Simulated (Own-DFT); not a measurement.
# Strain and stress in 4H SiC, 32 atoms (C16Si16)

These are calculations, not measurements. The program, named Own-DFT, is a retired in-house plane-wave density functional code that no person has reviewed. Each row is one single-point run on a periodic cell that was not relaxed, without spin or spin-orbit coupling.

Settings of every run: PBE; PseudoDojo norm-conserving scalar-relativistic files; cutoff 42 hartree; 5 x 5 x 3 k mesh centred on Gamma; Fermi-Dirac smearing of 0.1 eV.

Known limits: forces on such cells passed a denser k mesh, each cell not checked; stress not checked against mesh or cutoff.

Unstrained cell vectors in Å: (6.165, 0.000, 0.000); (-3.083, 5.339, 0.000); (0.000, 0.000, 10.068). The unstrained cell has measured lattice constants (interpolated for alloys), not those of this functional. That, the random moves and any unrelaxed bonds set the pressure at no strain. Each run strains this cell uniformly, with the atoms carried along. Every atom was also moved at random, by a Gaussian of width 0.05 Å on each axis. Strain is the symmetric tensor, in per cent. Stress is positive in tension, and the pressure is minus a third of its trace.

```
run  e_xx (%)  e_yy (%)  e_zz (%)  e_yz (%)  e_xz (%)  e_xy (%)  s_xx (GPa)  s_yy (GPa)  s_zz (GPa)  s_yz (GPa)  s_xz (GPa)  s_xy (GPa)  P (GPa)  E (meV/atom)
  1     -1.14     -0.54     -1.01     -1.32     -1.56      1.40      -10.59      -11.91      -13.47       -4.64       -4.76        6.56    11.99          46.2
  2     -0.50     -1.54      1.01      0.47      1.44     -1.53       -5.78      -13.83       -2.37        2.34        4.71       -8.71     7.33          10.6
  3     -1.02     -1.86     -0.25      1.36     -0.46     -0.52      -13.67      -12.41      -12.04        5.02       -1.79       -0.23    12.71          39.2
  4     -1.28      1.88     -0.09      1.95     -0.39      1.16       -9.86        2.97       -6.96        7.87       -2.07        6.07     4.62          27.0
  5     -1.47     -1.74     -0.06     -1.30     -1.83     -0.41      -19.25      -14.23       -7.79       -3.74       -6.18       -0.98    13.75          57.4
  6      0.06      1.93      0.13      0.05      1.00     -0.73       -2.28        5.83       -5.78        0.50        3.73       -3.70     0.74          15.5
  7      1.49     -1.31      0.03      1.02      0.60      0.18       -0.47       -7.20       -5.74        3.27        3.24       -0.36     4.47           8.1
  8      0.33      0.97      1.45     -1.19     -0.62      0.72       -1.56        1.61        3.41       -4.15       -2.52        4.65    -1.15           0.0
  9      1.62      0.61      1.56      1.82      1.82      1.04        3.68       -0.59        4.88        4.85        6.76        3.86    -2.65          33.9
 10      0.38     -1.62      0.60      0.40      0.84      0.73       -4.39      -14.50       -1.49       -0.70        4.46        3.23     6.80          19.8
 11     -1.00     -0.07      0.21     -1.07      0.06      0.96       -9.90       -3.34       -9.14       -3.44        0.95        4.02     7.46          29.3
 12     -1.94      1.23      0.92      0.63      1.10     -1.92      -15.06        1.02       -2.88        3.92        4.33       -7.23     5.64          51.9
 13     -1.09     -1.90     -1.55      1.61      1.82      1.83      -15.22      -19.75      -16.56        4.45        7.04       10.77    17.18          67.2
 14      0.67      0.60      0.04      0.42     -0.79     -0.88       -1.00       -0.47       -4.24        0.63       -2.33       -5.21     1.90           5.3
 15     -0.19      0.16     -1.73     -1.52      1.07      0.43       -7.71       -4.40      -14.22       -4.08        4.00       -0.44     8.78          17.0
 16     -0.17      0.71      0.40      0.66     -1.27      1.34           ?           ?           ?           ?           ?           ?        ?             ?
```

E is the free energy for each atom above the lowest run shown.

## Worked fit

Each stress component was fitted by least squares to a constant and the strains of the runs shown, as fractions, with shears doubled. Shear strains stay in the fit of a normal stress only where such slopes are resolved. The slopes, in GPa:

| stress | at no strain | per e_xx | per e_yy | per e_zz | scatter |
|---|---|---|---|---|---|
| s_xx | -5.5 | 530 ± 50 | 125 ± 38 | 69 ± 57 | 1.89 |
| s_yy | -4.7 | 98 ± 58 | 521 ± 44 | 75 ± 66 | 2.18 |
| s_zz | -6.2 | 141 ± 39 | 51 ± 30 | 530 ± 45 | 1.49 |

Each shear stress against twice its own strain: yz 166 ± 10, xz 181 ± 8, xy 249 ± 16 GPa. These are stiffnesses along x, y and z of the frame in which the cell vectors are given, which need not be the crystal's axes. The atoms are held to the strained lattice; where symmetry lets them move under strain, relaxing them would lower some slopes. The table should be nearly symmetric about its diagonal, and what it lacks of that shows the noise. A ninth of its sum, 238 ± 6 GPa, estimates the bulk modulus near the mean pressure of these runs, 6.6 GPa, so it lies above the value at zero pressure.

## Withheld run

Question: what normal stresses and pressure should run 16 give?

The fit gives s_xx = -5.3, s_yy = -0.9, s_zz = -3.9 and P = 3.4 GPa. The calculation gave -2.61, 0.23, -7.68 and P = 3.35 GPa.
